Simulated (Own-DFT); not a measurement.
# Response to strain: wurtzite GaN, 72 atoms (Ga36N36)

The numbers are computed, not measured, by runs of the plane-wave DFT program Own-DFT (in-house, retired, unreviewed) at fixed positions, with no spin and no spin-orbit coupling.

All runs used: PBE; PseudoDojo norm-conserving scalar-relativistic files (stringent for Ga); cutoff 96 hartree; 4 x 4 x 3 k mesh centred on Gamma; Gaussian smearing of 0.01 eV.

Caveats: forces not confirmed at this smearing and k mesh; stress not checked against mesh or cutoff.

Unstrained cell vectors in Å: (9.567, 0.000, 0.000); (-4.784, 8.285, 0.000); (0.000, 0.000, 10.370). The unstrained cell has measured lattice constants (interpolated for alloys), not those of this functional. That, the random moves and any unrelaxed bonds set the pressure at no strain. In each run the cell takes a homogeneous strain; fractional positions stay. Each atom got a random Gaussian move of width 0.05 Å along each axis. Stress is counted positive in tension, P = -(s_xx + s_yy + s_zz)/3, and strain components are those of the symmetric tensor.

```
run  e_xx (%)  e_yy (%)  e_zz (%)  e_yz (%)  e_xz (%)  e_xy (%)  s_xx (GPa)  s_yy (GPa)  s_zz (GPa)  s_yz (GPa)  s_xz (GPa)  s_xy (GPa)  P (GPa)  E (meV/atom)
  1      1.84      1.17     -1.26     -1.31      0.25     -1.47        2.02       -2.30      -11.56       -3.05        0.27       -4.29     3.95          21.2
  2      1.67     -0.97     -0.20      0.84     -0.44      1.33       -0.84       -8.32       -8.58        1.59       -0.82        3.87     5.91           9.6
  3     -0.73     -0.97      1.99     -1.19     -1.65      1.63       -8.99      -11.10        0.15       -2.81       -3.66        5.07     6.65          18.2
  4     -1.45      0.37      1.95      2.00      0.74      1.27      -11.41       -6.73        0.58        4.23        1.42        4.44     5.85          34.6
  5     -0.53     -1.90      0.78     -1.77      1.49      0.36      -10.35      -15.32       -6.30       -3.41        4.01       -1.00    10.66          31.0
  6      1.70     -0.02      1.59     -1.45     -1.12     -0.53        1.50       -4.53        0.93       -2.67       -2.07       -0.90     0.70           0.0
  7      1.79      0.72      0.18     -0.64     -0.66     -0.53        0.33       -2.46       -4.50       -1.07       -1.30       -1.82     2.21          17.9
  8      1.07      1.34      1.34     -1.91      1.74     -1.66       -0.26       -0.06       -0.47       -3.64        2.64       -4.72     0.26          16.1
  9     -0.66      0.61     -1.05      0.50     -0.88     -1.16       -8.90       -7.15      -11.77        1.80       -1.48       -2.92     9.27          27.2
 10      0.76     -1.42      1.55      1.73     -0.89      0.04       -4.55       -9.99       -1.48        3.64       -1.66        0.32     5.34          18.6
 11      1.51     -0.84     -0.30     -1.58     -0.59      0.02       -1.82      -11.56       -6.68       -3.02       -1.07        0.21     6.69          24.5
 12      0.17     -1.17      1.05     -0.17     -0.51     -0.52       -6.33       -9.78       -3.93       -1.08       -0.91       -2.34     6.68           5.8
 13      1.38      1.97     -1.16     -0.22     -1.99     -0.08        0.20        1.46      -11.83       -0.08       -3.41       -0.75     3.39          26.3
 14     -1.41     -0.76     -0.72     -1.27      0.04     -1.97      -14.34      -12.38      -12.38       -2.94       -0.09       -5.83    13.03          39.2
 15      0.45      1.08      0.64     -0.50     -1.81     -0.31           ?           ?           ?           ?           ?           ?        ?             ?
```

E is the free energy for each atom above the lowest run shown.

## Worked fit

Regress every stress component on the fractional strains (shears doubled) of the visible runs, with a constant. Shear strains stay in the fit of a normal stress only where such slopes are resolved. The slopes, in GPa:

| stress | at no strain | per e_xx | per e_yy | per e_zz | scatter |
|---|---|---|---|---|---|
| s_xx | -6.7 | 410 ± 14 | 103 ± 15 | 57 ± 15 | 0.58 |
| s_yy | -7.6 | 122 ± 25 | 384 ± 27 | 83 ± 26 | 1.04 |
| s_zz | -7.7 | 71 ± 20 | 55 ± 22 | 445 ± 21 | 0.82 |

The slope of each shear stress on twice its own strain, from a fit on all six strains: yz 104 ± 6, xz 99 ± 7, xy 138 ± 13 GPa. These are stiffnesses along x, y and z of the frame in which the cell vectors are given, with the crystal's c axis along z: C11, C12, C13 and C33. Hexagonal symmetry asks that xx and yy behave alike, which is a second check on the noise. No internal relaxation is included, and where it is allowed it would reduce some of the slopes. Slopes across the diagonal should nearly agree, so their difference gauges the noise. A ninth of the table's sum, 192 ± 4 GPa, estimates the bulk modulus near the mean pressure of these runs, 5.8 GPa, so it lies above the value at zero pressure.

## Check

Q: what normal stresses and pressure should run 15 give?

The fitted form gives s_xx = -3.4, s_yy = -2.4, s_zz = -3.9 and P = 3.2 GPa. The calculation gave -4.72, -1.74, -3.11 and P = 3.19 GPa.
